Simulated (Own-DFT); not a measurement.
# Computed records: GaN (wurtzite, atoms displaced)

Computed with Own-DFT development build. A calculation, not a measurement: plane-wave PBE density functional theory by an unreviewed code, no spin, of a simulated periodic cell, stress positive in tension, free energy of the whole cell less one offset for each atom, forces on such cells passed a denser k mesh, this cell's mesh not checked; offsets are fitted by least squares, one for each functional and potential file, so energies compare only between cells with the same atoms and settings and are not formation energies; the far tail of each file's local potential was reset to the Coulomb form; each entry is a single point on an unrelaxed cell, so the pressure reflects the starting lattice, mostly measured values (interpolated for alloys), from which strain is counted, and rises with the displacements; printed positions are rounded, which can move forces by about a meV/angstrom; the program, named Own-DFT, is a retired in-house code; no spin-orbit coupling.

Settings shared by all entries: functional PBE; potential files PseudoDojo norm-conserving, scalar-relativistic, standard set; wave cutoff 42 hartree; occupations Fermi-Dirac; smearing width 0.1 eV; hardware one NVIDIA H200; k mesh 3 x 4 x 3 centred on Gamma.

(1) GaN (wurtzite, atoms displaced)

```
cell vectors (Å)
  12.7560     0.0000     0.0000
  -4.7835     8.2853     0.0000
   0.0000     0.0000    10.3700
atoms (fractions of the cell vectors)
Ga  0.08407  0.22458  0.99835
Ga  0.16466  0.10852  0.24972
N   0.08363  0.22181  0.19277
N   0.16701  0.11412  0.44039
Ga  0.08553  0.22466  0.49842
Ga  0.16141  0.10843  0.75196
N   0.07942  0.21705  0.68790
N   0.16372  0.10546  0.93853
Ga  0.08191  0.55331  0.99815
Ga  0.16791  0.44779  0.25440
N   0.08147  0.55675  0.18934
N   0.16866  0.44668  0.43630
Ga  0.08320  0.55207  0.49983
Ga  0.16460  0.44185  0.74795
N   0.08466  0.55329  0.68555
N   0.16526  0.44097  0.94064
Ga  0.08616  0.88722  0.99866
Ga  0.16531  0.77434  0.24886
N   0.08196  0.88896  0.18802
N   0.16608  0.77536  0.44156
Ga  0.08280  0.88442  0.49793
Ga  0.16574  0.78187  0.74943
N   0.07951  0.88569  0.69050
N   0.16949  0.77907  0.93577
Ga  0.33012  0.21924  0.99862
Ga  0.41692  0.11543  0.24932
N   0.33493  0.22437  0.19023
N   0.41731  0.11071  0.43739
Ga  0.33558  0.22475  0.50088
Ga  0.41955  0.11686  0.74801
N   0.33417  0.22241  0.69306
N   0.41638  0.11380  0.93779
Ga  0.33583  0.55881  0.99939
Ga  0.41797  0.44510  0.25063
N   0.33765  0.56052  0.18877
N   0.41751  0.44405  0.43761
Ga  0.33242  0.55905  0.50133
Ga  0.41817  0.44430  0.75103
N   0.33315  0.55374  0.68673
N   0.41739  0.44719  0.94033
Ga  0.33557  0.88801  0.99728
Ga  0.41721  0.77683  0.24991
N   0.33178  0.88680  0.18599
N   0.41583  0.77761  0.43623
Ga  0.33523  0.89015  0.49980
Ga  0.41818  0.77415  0.75192
N   0.33279  0.89211  0.68981
N   0.41648  0.77822  0.93607
Ga  0.58519  0.21946  0.99986
Ga  0.66755  0.11168  0.25095
N   0.58320  0.22010  0.18527
N   0.66823  0.11162  0.43496
Ga  0.58220  0.22402  0.49826
Ga  0.66706  0.10947  0.74640
N   0.58223  0.22218  0.68835
N   0.66492  0.11100  0.93740
Ga  0.57885  0.55280  0.00058
Ga  0.67033  0.44513  0.25131
N   0.58178  0.55121  0.18394
N   0.66508  0.44317  0.43851
Ga  0.58406  0.55588  0.49941
Ga  0.66491  0.44241  0.74909
N   0.58281  0.55769  0.68927
N   0.66699  0.44475  0.94064
Ga  0.58476  0.88995  0.99770
Ga  0.66690  0.77730  0.25003
N   0.58503  0.88774  0.18937
N   0.66956  0.77424  0.43447
Ga  0.58075  0.88891  0.49924
Ga  0.66665  0.77819  0.75275
N   0.58404  0.88925  0.68670
N   0.66816  0.77855  0.93880
Ga  0.83591  0.22451  0.00224
Ga  0.91889  0.11262  0.24632
N   0.83236  0.22451  0.18767
N   0.91580  0.10778  0.44073
Ga  0.83529  0.22133  0.50203
Ga  0.91676  0.11003  0.74835
N   0.83063  0.22373  0.68474
N   0.91777  0.10824  0.93678
Ga  0.83317  0.55456  0.99895
Ga  0.91518  0.44143  0.24861
N   0.83421  0.55864  0.18697
N   0.91686  0.44641  0.44423
Ga  0.83286  0.55521  0.50096
Ga  0.91593  0.44122  0.75069
N   0.83310  0.55218  0.68812
N   0.91700  0.44586  0.93896
Ga  0.83336  0.88989  0.00034
Ga  0.91842  0.78217  0.24961
N   0.83197  0.88673  0.18760
N   0.91776  0.77828  0.43885
Ga  0.83606  0.88966  0.50051
Ga  0.91528  0.77610  0.74929
N   0.83347  0.88612  0.68615
N   0.91633  0.77700  0.94041
```

* free energy of cell above offsets: 19.050 eV
* pressure: 5.96 GPa
* stress xx: -5.81 GPa
* stress yy: -5.76 GPa
* stress zz: -6.31 GPa
* stress yz: 0.08 GPa
* stress xz: 0.14 GPa
* stress xy: -0.09 GPa
* wall time: 1135 s

Force:
```
element  x (eV/Å)  y (eV/Å)  z (eV/Å)
     Ga     0.241    -0.755     0.681
     Ga     0.544     0.372     0.316
      N     0.037     0.589    -0.813
      N      0.51    -0.578    -0.163
     Ga    -0.318     -0.39     0.081
     Ga     0.847    -0.008    -0.404
      N     0.304     0.769    -0.168
      N    -0.141     0.756     0.136
     Ga     0.285     0.553      0.28
     Ga     0.237    -0.043    -1.286
      N     0.437    -0.601    -0.325
      N    -0.122     -0.23      0.74
     Ga    -0.287     0.418     0.007
     Ga     0.312      0.07     0.374
      N    -0.467     0.234     0.699
      N     0.221      0.72    -0.563
     Ga    -0.639    -0.386     0.231
     Ga    -0.048     0.684     0.368
      N     0.571    -0.044     -0.05
      N     0.348     0.103    -0.624
     Ga    -0.119     0.704     0.494
     Ga     0.598    -0.562    -0.294
      N     0.193     0.416    -0.576
      N    -0.127    -0.565     0.357
     Ga     0.338     0.357     0.309
     Ga     0.436    -0.717    -0.263
      N     -0.72    -0.284    -0.475
      N    -0.258     0.096      0.05
     Ga     -0.28    -0.305     0.202
     Ga    -0.173    -0.876     0.602
      N    -0.809     0.032    -0.632
      N      0.38    -0.258     0.042
     Ga    -0.384    -0.347     0.335
     Ga    -0.026     0.084    -0.135
      N     -0.54    -0.823    -0.135
      N    -0.368     0.377     0.343
     Ga     0.798     -0.37    -0.345
     Ga    -0.323    -0.036     0.009
      N    -0.116    -0.062     0.453
      N    -0.514    -0.641    -0.484
     Ga    -0.493     0.585     0.197
     Ga    -0.106     0.679    -0.308
      N     0.148     0.308     0.285
      N     0.085     0.063     0.348
     Ga     -0.44    -0.098     0.316
     Ga    -0.842     0.523     -0.75
      N     0.635    -0.327    -0.196
      N      0.54    -0.078     0.304
     Ga    -0.958      0.55    -0.163
     Ga    -0.322    -0.353    -0.442
      N     0.104     0.243     0.724
      N    -0.247     0.039     0.868
     Ga     0.597    -0.383     0.153
     Ga    -0.506     0.252     0.453
      N     0.513     0.042    -0.443
      N     1.046    -0.049    -0.341
     Ga     1.095       0.3    -0.183
     Ga    -0.638    -0.154    -0.635
      N     0.298     0.427     1.006
      N     0.354     0.228    -0.008
     Ga    -0.225     0.125     0.115
     Ga     0.197     0.385     0.475
      N     0.325    -0.158    -0.165
      N    -0.202    -0.192    -0.536
     Ga     -0.02    -0.086     0.547
     Ga     0.071    -0.515    -0.373
      N    -0.353     0.259    -0.416
      N    -0.712      0.52     0.802
     Ga     0.949    -0.093    -0.429
     Ga     0.305      0.04    -0.474
      N    -0.048     -0.26     0.087
      N    -0.326    -0.174     0.016
     Ga    -0.306    -0.482    -0.701
     Ga    -0.596    -0.454     0.748
      N     0.598    -0.452       0.1
      N     0.193     0.737    -0.675
     Ga    -0.396     0.063    -0.833
     Ga    -0.697    -0.299    -0.022
      N     0.813    -0.482     0.933
      N    -0.531      0.61     0.152
     Ga     -0.42     0.323     0.137
     Ga    -0.312     0.806     0.756
      N     0.372    -0.194     0.367
      N     0.187    -0.534    -1.116
     Ga    -0.076     0.081    -0.051
     Ga     0.075     0.492    -0.292
      N    -0.281     0.195     0.244
      N     0.164    -0.401    -0.219
     Ga     0.367    -0.442     0.005
     Ga    -0.149    -0.598     0.052
      N     0.056     0.615      0.05
      N    -0.038    -0.248    -0.219
     Ga    -0.365     -0.41    -0.251
     Ga    -0.094    -0.394     0.481
      N    -0.448     0.246     0.507
      N     0.197     0.121    -0.363
```

(2) GaN (wurtzite, atoms displaced)

```
cell vectors (Å)
  12.7560     0.0000     0.0000
  -4.7835     8.2853     0.0000
   0.0000     0.0000    10.3700
atoms (fractions of the cell vectors)
Ga  0.08257  0.22505  0.99803
Ga  0.16494  0.11217  0.24868
N   0.08395  0.22340  0.18999
N   0.16720  0.11022  0.43924
Ga  0.08104  0.22359  0.49976
Ga  0.16689  0.10953  0.74828
N   0.08664  0.22699  0.68953
N   0.16327  0.10808  0.93678
Ga  0.08290  0.55499  0.00052
Ga  0.16609  0.44325  0.25068
N   0.08615  0.55486  0.18671
N   0.16655  0.44385  0.43643
Ga  0.08485  0.55527  0.50245
Ga  0.16607  0.44514  0.74834
N   0.08543  0.55737  0.68865
N   0.16690  0.44338  0.93881
Ga  0.08398  0.89154  0.00268
Ga  0.16774  0.78021  0.24986
N   0.08232  0.88394  0.18442
N   0.16432  0.77501  0.44010
Ga  0.08061  0.88879  0.49958
Ga  0.16654  0.78065  0.74755
N   0.08341  0.88866  0.68630
N   0.16886  0.78294  0.93925
Ga  0.33387  0.22171  0.99991
Ga  0.41660  0.11034  0.24873
N   0.33147  0.22274  0.18722
N   0.41981  0.11273  0.43559
Ga  0.33376  0.22184  0.49921
Ga  0.41711  0.11394  0.74643
N   0.33073  0.22173  0.68552
N   0.41536  0.10755  0.94022
Ga  0.33234  0.55694  0.00177
Ga  0.41620  0.44834  0.25174
N   0.33210  0.55134  0.18962
N   0.41663  0.44001  0.44108
Ga  0.33113  0.55562  0.49910
Ga  0.41683  0.44701  0.74967
N   0.33127  0.55442  0.68906
N   0.41652  0.44301  0.93831
Ga  0.33241  0.88739  0.00083
Ga  0.41127  0.77651  0.24986
N   0.33419  0.88784  0.19186
N   0.41545  0.77793  0.43772
Ga  0.33332  0.88530  0.50129
Ga  0.41733  0.78299  0.75060
N   0.33306  0.89195  0.68978
N   0.41531  0.77545  0.94012
Ga  0.58350  0.22255  0.99905
Ga  0.66781  0.11006  0.24974
N   0.58200  0.22482  0.18943
N   0.66869  0.10976  0.44155
Ga  0.58264  0.22034  0.50188
Ga  0.66989  0.11297  0.75116
N   0.58362  0.22308  0.68627
N   0.66574  0.11337  0.94108
Ga  0.58240  0.55462  0.00193
Ga  0.66454  0.44106  0.24956
N   0.58381  0.55585  0.18319
N   0.66521  0.44367  0.44117
Ga  0.58502  0.55618  0.50198
Ga  0.66843  0.44346  0.75026
N   0.58382  0.55550  0.68837
N   0.66639  0.44165  0.93740
Ga  0.58096  0.88652  0.99685
Ga  0.66609  0.77685  0.24926
N   0.58592  0.88580  0.19015
N   0.66651  0.77642  0.43658
Ga  0.58471  0.88761  0.50120
Ga  0.66837  0.77848  0.75102
N   0.58564  0.89653  0.68707
N   0.66869  0.77934  0.94302
Ga  0.83346  0.22307  0.00525
Ga  0.91890  0.11444  0.24934
N   0.83358  0.22301  0.18942
N   0.91954  0.11659  0.43689
Ga  0.83468  0.21819  0.49715
Ga  0.91549  0.11250  0.74753
N   0.83230  0.22114  0.68717
N   0.91601  0.11190  0.93650
Ga  0.83832  0.56132  0.99703
Ga  0.91869  0.44945  0.24894
N   0.83295  0.55480  0.18674
N   0.91632  0.44382  0.43751
Ga  0.83216  0.55570  0.49666
Ga  0.91624  0.44286  0.75165
N   0.83541  0.55658  0.68727
N   0.91614  0.43948  0.94064
Ga  0.83238  0.88909  0.99957
Ga  0.91805  0.77828  0.25072
N   0.83501  0.88990  0.18755
N   0.91538  0.77762  0.43996
Ga  0.83340  0.88809  0.50060
Ga  0.91709  0.77829  0.75044
N   0.83633  0.88638  0.68813
N   0.91856  0.77452  0.93876
```

* free energy of cell above offsets: 18.986 eV
* pressure: 5.93 GPa
* stress xx: -5.75 GPa
* stress yy: -5.83 GPa
* stress zz: -6.22 GPa
* stress yz: 0.26 GPa
* stress xz: -0.25 GPa
* stress xy: 0.11 GPa
* wall time: 1232 s

Force:
```
element  x (eV/Å)  y (eV/Å)  z (eV/Å)
     Ga     0.307    -0.535     0.161
     Ga     0.518    -0.374     0.245
      N    -0.176    -0.084    -0.583
      N    -0.513     0.087    -0.316
     Ga     1.058    -0.011     0.263
     Ga    -0.323      0.14     0.194
      N    -0.507    -0.776    -0.368
      N      0.24     0.604     0.166
     Ga     0.219     0.375     -0.37
     Ga     0.029     0.076    -0.157
      N    -0.429     0.321     0.307
      N    -0.121     0.069     0.341
     Ga    -0.559    -0.169    -0.461
     Ga     0.196      0.15      0.58
      N    -0.439    -0.116     0.242
      N    -0.203     0.467    -0.196
     Ga     0.147    -0.224    -0.876
     Ga     0.013    -0.533     0.281
      N    -0.127      0.69     1.145
      N     0.149     0.408    -0.245
     Ga     0.551     0.017    -0.043
     Ga     0.097    -0.191     0.597
      N     -0.27      0.04     0.176
      N    -0.203    -0.796    -0.277
     Ga    -0.376    -0.175    -0.159
     Ga    -0.333     0.382     0.101
      N     0.258    -0.028       0.3
      N    -0.441    -0.607       0.5
     Ga     0.117    -0.434    -0.175
     Ga    -0.085     0.111     0.648
      N     0.517     0.306      0.45
      N     0.066     0.366    -0.504
     Ga     0.396    -0.674    -0.218
     Ga     0.823    -0.665     0.001
      N    -0.441     0.729    -0.097
      N    -0.353     0.998     -0.35
     Ga     0.661    -0.201     0.216
     Ga     0.023    -0.345     0.003
      N     0.252     0.793    -0.181
      N    -0.259     0.291    -0.049
     Ga      0.02     0.177     0.099
     Ga     1.531     -0.16     0.115
      N    -0.583     0.286    -0.735
      N     0.512    -0.218     0.204
     Ga     -0.56     0.713    -0.254
     Ga     0.176    -0.556    -0.131
      N     0.246    -0.183    -0.275
      N    -0.053     0.247    -0.304
     Ga     -0.36     0.021     0.314
     Ga    -0.482    -0.075     0.261
      N     0.659    -0.764     -0.29
      N    -0.371    -0.005    -0.581
     Ga     0.364     0.095     -0.54
     Ga    -0.677     0.312     0.168
      N     0.175    -0.145     0.637
      N     0.548    -0.476    -0.331
     Ga     0.296    -0.168     -0.92
     Ga     0.036     0.684     0.208
      N    -0.132    -0.178     1.377
      N     0.223    -0.054     -0.58
     Ga    -0.346    -0.183    -0.221
     Ga    -0.176     0.191    -0.102
      N     0.006     0.233     0.338
      N     0.078     0.653     0.136
     Ga     0.331     0.459     0.812
     Ga     0.594    -0.142    -0.132
      N    -1.344     0.317    -0.469
      N     0.139     0.101     0.389
     Ga    -0.351     0.049    -0.489
     Ga    -0.215    -0.012      0.09
      N     0.271    -1.082     0.577
      N    -0.437    -0.349    -0.983
     Ga    -0.068    -0.503    -0.619
     Ga    -0.188    -0.463    -0.155
      N     0.124     0.211     0.337
      N     0.131    -1.175     0.072
     Ga    -0.793      0.88     0.323
     Ga     0.626    -0.061      0.29
      N     0.321     0.315    -0.145
      N      -0.1    -0.124     0.174
     Ga    -0.496    -1.323     0.465
     Ga     0.144    -0.349     0.148
      N    -0.129     0.204     0.161
      N     0.188     0.074     0.117
     Ga     0.355    -0.362     0.463
     Ga     0.134     0.191    -0.252
      N    -0.078    -0.153     0.075
      N    -0.101     0.641    -0.337
     Ga      0.73     0.205     0.141
     Ga    -0.363    -0.206    -0.204
      N    -0.007     0.093     0.292
      N     0.048     0.077    -0.481
     Ga     -0.19      0.27    -0.312
     Ga     0.596    -0.316     0.084
      N     -0.89      0.56     0.002
      N    -0.589     1.039    -0.318
```
